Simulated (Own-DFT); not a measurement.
# PBE and PBEsol under strain: D0_22 TiAl3, 40 atoms (Al30Ti10)

Everything here is calculated. The program is Own-DFT (plane waves, in-house, since retired, never reviewed by a person); positions were held fixed, and spin and spin-orbit coupling were off.

Caveats: forces on such cells failed a check on a denser k mesh; stress not checked against mesh or cutoff.

Each geometry was run with PBE and with PBEsol, otherwise alike: PseudoDojo norm-conserving scalar-relativistic files made for PBE; cutoff 42 hartree; 4 x 4 x 4 k mesh centred on Gamma; cold (Marzari-Vanderbilt) smearing of 0.2 eV. Unstrained cell vectors in Å: (-2.365, -6.981, 4.326); (-7.667, 3.491, 1.442); (-2.950, -3.488, -7.241). Each has a uniform strain, of which the change of volume is shown, and random moves of rms u per axis.

```
run,volume change (%),u (Å),P with PBE (GPa),P with PBEsol (GPa)
1,-2.86,0.0512,6.34,4.36
2,-0.87,0.0565,4.07,2.15
3,0.01,0.0510,2.82,0.91
4,0.52,0.0500,2.27,0.37
5,-3.15,0.0548,6.92,4.94
6,-2.82,0.0477,6.26,4.28
7,2.52,0.0499,0.02,-1.83
8,0.68,0.0424,1.72,-0.17
9,-3.24,0.0468,7.05,5.06
10,-1.00,0.0514,4.11,?
```

The question: by how much does PBEsol shrink this cell, and what belongs in the blank?

## Working it out

Write v for the change of volume as a fraction. Fitted to v and u², the PBE pressure has a slope of -123 ± 3 GPa in v, with the ions held to the strained lattice. The difference PBEsol less PBE is -1.91 + 2.4 v GPa (slope ± 0.1) and averages -1.93 GPa. Divided by the mean slope of the two, 121 GPa, that makes PBEsol's volume at a given pressure, near 3 GPa, about 1.6 % smaller, or 0.53 % in lengths. At one volume PBEsol's slope is the smaller by 2 GPa, but its pressure there is lower too. If stiffness rises by about 4 GPa for each GPa, PBEsol at equal pressure is stiffer by about 5 GPa. Files made for PBEsol would give a different shift.

For run 10 the line gives 2.18 GPa. The hidden result is 2.18 GPa.
